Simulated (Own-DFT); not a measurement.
## Calculated data, InAs (zincblende, strongly disordered by large displacements)

A calculation, not a measurement: plane-wave PBE density functional theory by an unreviewed code, no spin, of a simulated periodic cell, stress positive in tension, free energy of the whole cell less one offset for each atom, forces on such cells passed a denser k mesh, this cell's mesh not checked; broken bonds can close the gap or carry spin, so checks made on this kind of crystal may not hold here; offsets are fitted by least squares, one for each functional and potential file, so energies compare only between cells with the same atoms and settings and are not formation energies; the far tail of each file's local potential was reset to the Coulomb form; each entry is a single point on an unrelaxed cell, so the pressure reflects the starting lattice, mostly measured values (interpolated for alloys), from which strain is counted, and rises with the displacements; printed positions are rounded, which can move forces by about a meV/angstrom; the program, named Own-DFT, is a retired in-house code; no spin-orbit coupling. Program: Own-DFT development build.

```xyz
64
Lattice="12.1166 0.0000 0.0000 0.0000 12.1166 0.0000 0.0000 0.0000 12.1166" Properties=species:S:1:pos:R:3:force_x:R:1:force_y:R:1:force_z:R:1 formula=InAs functional=PBE potential_files=PseudoDojo_norm-conserving,scalar-relativistic,standard_set wave_cutoff=42 occupations=Fermi-Dirac smearing_width=0.1 hardware=one_NVIDIA_H200 k_mesh=3_x_3_x_3_centred_on_Gamma free_energy_of_cell_above_offsets=26.165 pressure=14.15 stress_xx=-13.75 stress_yy=-14.31 stress_zz=-14.38 stress_yz=1.63 stress_xz=1.17 stress_xy=0.96 wall_time=1301
In    12.0367    11.4997    11.6764     -5.733      0.776      2.132
In     0.1485     2.8372     2.7920     -3.165      5.273      3.668
In     2.4593     0.2086     3.1392      3.164      1.734       -0.5
In     2.6668     2.8162     0.0262      4.264     -3.754       3.01
As     1.0577     1.3164     1.4681      1.549      -3.62     -3.957
As     1.8536     4.7327     4.2143     -2.863     -3.241       2.67
As     4.6608     1.1204     4.7471     -4.426      3.473     -4.218
As     4.2143     5.0843     1.7140      2.481     -5.716     -3.035
In     0.0535    12.0676     5.6435      3.052     -1.461     -0.234
In    11.6081     2.7450     9.1631      4.148      2.545     -3.795
In     2.7226    11.9140     8.8756      1.758      1.363     -4.152
In     2.7348     2.7268     5.8126      0.851      1.198     -0.211
As     1.3067     1.3127     7.4109     -0.657      1.361      0.846
As     1.4648     4.2176    10.9588      0.143        0.7     -7.779
As     4.8118     1.2606    10.6267     -0.944     -4.112      3.253
As     4.5487     4.9582     8.0114      3.067     -2.382     -5.456
In     0.0814     5.5328    12.0762     -4.042      3.706      1.766
In     0.0763     9.0375     3.3563      -3.87     -1.749      -3.59
In     3.0687     6.3996     3.0795      1.367      4.583      7.322
In     3.4610     9.1898     0.5548     -3.691     -3.666     -3.738
As     1.9200     6.7702     1.2098     -1.594      3.164     -3.962
As     1.7100    10.3380     4.0855      1.048       2.21       1.42
As     4.7042     7.9690     4.5770     -2.449       -5.7      2.815
As     4.7681    10.5185     1.7457      1.311       5.69      0.994
In    11.9243     5.6647     6.6889      3.607      2.044     -1.952
In     0.0834     9.1439     8.8548      1.145      1.721     -2.382
In     3.1966     6.3118     9.1213     -5.259      2.554      1.526
In     2.9815     9.2437     5.7590      1.398      0.362      2.616
As     1.3245     7.7006     6.8460      0.013     -0.263      2.281
As     1.9843    11.4954    10.8821      2.917     -2.212      4.198
As     4.7257     7.5205    10.6436     -4.274      2.836      0.093
As     4.2653    11.0787     7.2162      0.607     -2.304      0.051
In     6.6227     0.0846     0.3814     -7.186      0.419     -0.014
In     6.5641     2.4148     3.1237     -1.308      1.483      0.853
In     9.2995    11.8406     3.0665     -0.968      1.402      7.674
In     8.2025     2.8231    11.7966      2.306     -2.455      2.847
As     8.1311     1.1050     1.6154      1.951      5.327      1.133
As     8.0715     4.9154     4.7117       3.09     -2.109     -2.282
As    10.2504     1.2096     5.2097      0.217     -1.868     -3.997
As    10.3183     4.6411     1.3748      0.814     -2.887     -0.528
In     6.1779     0.1170     6.0056      4.649     -1.364      4.157
In     4.8432     3.1651     9.5024      1.525      2.831     -1.522
In     9.0101     0.1873     8.9806     -0.396     -1.129      0.106
In     8.9600     2.8936     5.9687      -5.68      -1.27     -0.992
As     7.3892     1.9340     7.9581     -1.017     -0.312     -1.202
As     7.4408     4.5621    10.6618     -2.947       4.29     -2.396
As    10.2077     1.7929    10.5859      -1.55     -3.451      3.855
As    10.1999     4.2845     7.1604      1.263      1.192      4.891
In     5.5883     6.3257     0.1764      4.681     -2.448      2.796
In     5.9759     9.2036     3.2780      1.852     -1.465     -5.797
In     9.0839     6.1904     2.7508       2.62     -1.852      3.666
In     9.0335     9.1136     0.1119      2.727      0.285      -4.69
As     8.0723     7.6929     1.4814     -6.882     -0.433      0.927
As     7.2857    10.3944     4.5911      4.004      3.982      2.152
As    11.2414     7.1924     4.5256     -2.283     -0.814      0.608
As    10.2021    10.6556     1.4720      6.182     -2.489     -2.751
In     6.1912     5.7622     5.5115     -4.896      2.854      2.966
In     5.9416     8.5834     9.0540      -0.61      4.043     -0.561
In     9.3653     5.6706     9.1827     -0.623      1.674      0.488
In     9.2020     9.4123     5.7883      0.775     -2.073      0.913
As     7.6790     7.9603     7.8015      4.002       -2.1     -3.138
As     7.5450    10.6904    11.2034      1.147     -3.113     -6.748
As    11.1367     7.6729    10.3372     -2.137     -2.436      2.779
As    10.6763    10.8893     7.2600     -0.241     -0.826      2.105
```

Units: wave_cutoff in hartree; smearing_width, free_energy_of_cell_above_offsets in eV; pressure, stress_xx, stress_yy, stress_zz, stress_yz, stress_xz, stress_xy in GPa; wall_time in s; force_x, force_y, force_z in eV/Å.
